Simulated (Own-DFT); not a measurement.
## Calculated data, GaAs (zincblende with one plane slipped along a stacking-fault path, atoms displaced)

A calculation, not a measurement: plane-wave PBE density functional theory by an unreviewed code, no spin, of a simulated periodic cell, stress positive in tension, free energy of the whole cell less one offset for each atom, forces on such cells passed a denser k mesh, this cell's mesh not checked; offsets are fitted by least squares, one for each functional and potential file, so energies compare only between cells with the same atoms and settings and are not formation energies; the far tail of each file's local potential was reset to the Coulomb form; each entry is a single point on an unrelaxed cell, so the pressure reflects the starting lattice, mostly measured values (interpolated for alloys), from which strain is counted, and rises with the displacements; printed positions are rounded, which can move forces by about a meV/angstrom; the program, named Own-DFT, is a retired in-house code; no spin-orbit coupling. Program: Own-DFT development build.

```json
{"formula": "GaAs", "kind": "zincblende with one plane slipped along a stacking-fault path, atoms displaced", "structure": {"cell_angstrom": [[5.6533, -5.6533, 0.0], [0.0, 5.6533, -5.6533], [11.495, 11.495, 10.9297]], "atoms_fractional": [["Ga", 0.98824, 0.99138, 0.99738], ["As", 0.00505, 0.99385, 0.12955], ["Ga", 0.14733, 0.32363, 0.16774], ["As", 0.16019, 0.31254, 0.29022], ["Ga", 0.31719, 0.15128, 0.33553], ["As", 0.31707, 0.12909, 0.45896], ["Ga", 0.00787, 0.02009, 0.49965], ["As", 0.00821, 0.02432, 0.62141], ["Ga", 0.1786, 0.35594, 0.66636], ["As", 0.17837, 0.36418, 0.78742], ["Ga", 0.32949, 0.17382, 0.83557], ["As", 0.33465, 0.1594, 0.96002], ["Ga", 0.98467, 0.50266, 0.99679], ["As", 0.99935, 0.49231, 0.12935], ["Ga", 0.16654, 0.82463, 0.16896], ["As", 0.1541, 0.81233, 0.29466], ["Ga", 0.33418, 0.64822, 0.33857], ["As", 0.34315, 0.65603, 0.45696], ["Ga", 0.00946, 0.52883, 0.50118], ["As", 0.00935, 0.51741, 0.62057], ["Ga", 0.18132, 0.85935, 0.66525], ["As", 0.18202, 0.85573, 0.79301], ["Ga", 0.34347, 0.6751, 0.83323], ["As", 0.34099, 0.66692, 0.96056], ["Ga", 0.47274, 0.99085, 0.99956], ["As", 0.48745, 0.97121, 0.12036], ["Ga", 0.65523, 0.32203, 0.16359], ["As", 0.66323, 0.32153, 0.2941], ["Ga", 0.83261, 0.14608, 0.33342], ["As", 0.8307, 0.14615, 0.4592], ["Ga", 0.51672, 0.03418, 0.49532], ["As", 0.51811, 0.03618, 0.62295], ["Ga", 0.68527, 0.35106, 0.66675], ["As", 0.66149, 0.33604, 0.78974], ["Ga", 0.83496, 0.18497, 0.83301], ["As", 0.8412, 0.17596, 0.95728], ["Ga", 0.49962, 0.50018, 0.99687], ["As", 0.49909, 0.49378, 0.12685], ["Ga", 0.65491, 0.83438, 0.1678], ["As", 0.66442, 0.81501, 0.29019], ["Ga", 0.81798, 0.6379, 0.33855], ["As", 0.80794, 0.63358, 0.45753], ["Ga", 0.50752, 0.52024, 0.49826], ["As", 0.50071, 0.52539, 0.62529], ["Ga", 0.66037, 0.85642, 0.66969], ["As", 0.68146, 0.83838, 0.79369], ["Ga", 0.82565, 0.668, 0.83202], ["As", 0.83172, 0.66408, 0.96455]]}, "settings": {"functional": "PBE", "potential_files": "PseudoDojo norm-conserving, scalar-relativistic, standard set", "wave_cutoff [hartree]": 42.0, "occupations": "Fermi-Dirac", "smearing_width [eV]": 0.1, "hardware": "one NVIDIA H100", "k_mesh": "4 x 4 x 2 centred on Gamma"}, "results": {"free_energy_of_cell_above_offsets [eV]": "-15.351", "pressure [GPa]": 4.79, "stress_xx [GPa]": -4.81, "stress_yy [GPa]": -4.64, "stress_zz [GPa]": -4.94, "stress_yz [GPa]": 0.62, "stress_xz [GPa]": -1.84, "stress_xy [GPa]": 1.91, "force_element": ["Ga", "As", "Ga", "As", "Ga", "As", "Ga", "As", "Ga", "As", "Ga", "As", "Ga", "As", "Ga", "As", "Ga", "As", "Ga", "As", "Ga", "As", "Ga", "As", "Ga", "As", "Ga", "As", "Ga", "As", "Ga", "As", "Ga", "As", "Ga", "As", "Ga", "As", "Ga", "As", "Ga", "As", "Ga", "As", "Ga", "As", "Ga", "As"], "force_x [eV/angstrom]": [1.247, -1.246, 0.934, 0.401, 0.286, -0.652, -0.058, 0.287, -0.764, -0.158, -0.093, -1.2, 2.115, -1.423, 0.048, 0.482, -1.191, -0.647, -0.173, 1.078, -0.214, -0.91, 0.529, -1.418, 1.532, 0.306, 0.487, -0.863, -0.347, -0.175, 0.989, -0.804, -0.454, 0.212, 0.332, -0.846, 0.543, -0.865, 0.846, 0.146, -0.331, 1.562, 0.041, 0.765, 0.406, -0.627, 1.481, -1.597], "force_y [eV/angstrom]": [0.705, 0.029, -1.308, 0.841, -1.113, 1.481, -0.813, 0.625, -0.321, -0.03, 0.256, 1.361, -1.079, 0.26, 0.259, -0.148, -0.601, 2.523, -1.835, 0.82, 0.164, -0.358, 0.738, 0.303, -1.858, 1.557, -0.214, -0.63, 0.412, 0.751, -1.202, -0.269, 0.908, 0.393, -0.75, 0.54, 0.407, 0.446, -1.666, 0.538, -0.586, 0.303, -0.075, -1.039, -0.96, 1.3, -0.947, -0.117], "force_z [eV/angstrom]": [-0.039, -0.43, 0.101, -0.421, 0.181, -2.59, 2.081, 0.977, 0.011, 1.616, -0.631, -1.235, 1.254, -0.966, 0.554, 0.045, -0.84, -1.116, 0.753, 0.145, 0.073, 0.743, -0.468, -0.271, 0.16, -1.082, 0.792, 0.586, 0.01, -2.548, 2.559, 0.47, -0.849, -0.134, 0.236, 0.61, 1.351, -0.45, 0.72, 0.297, -1.143, -1.783, 3.027, -0.118, -0.2, -1.197, 0.67, -1.513], "wall_time [s]": 810.3}}
```
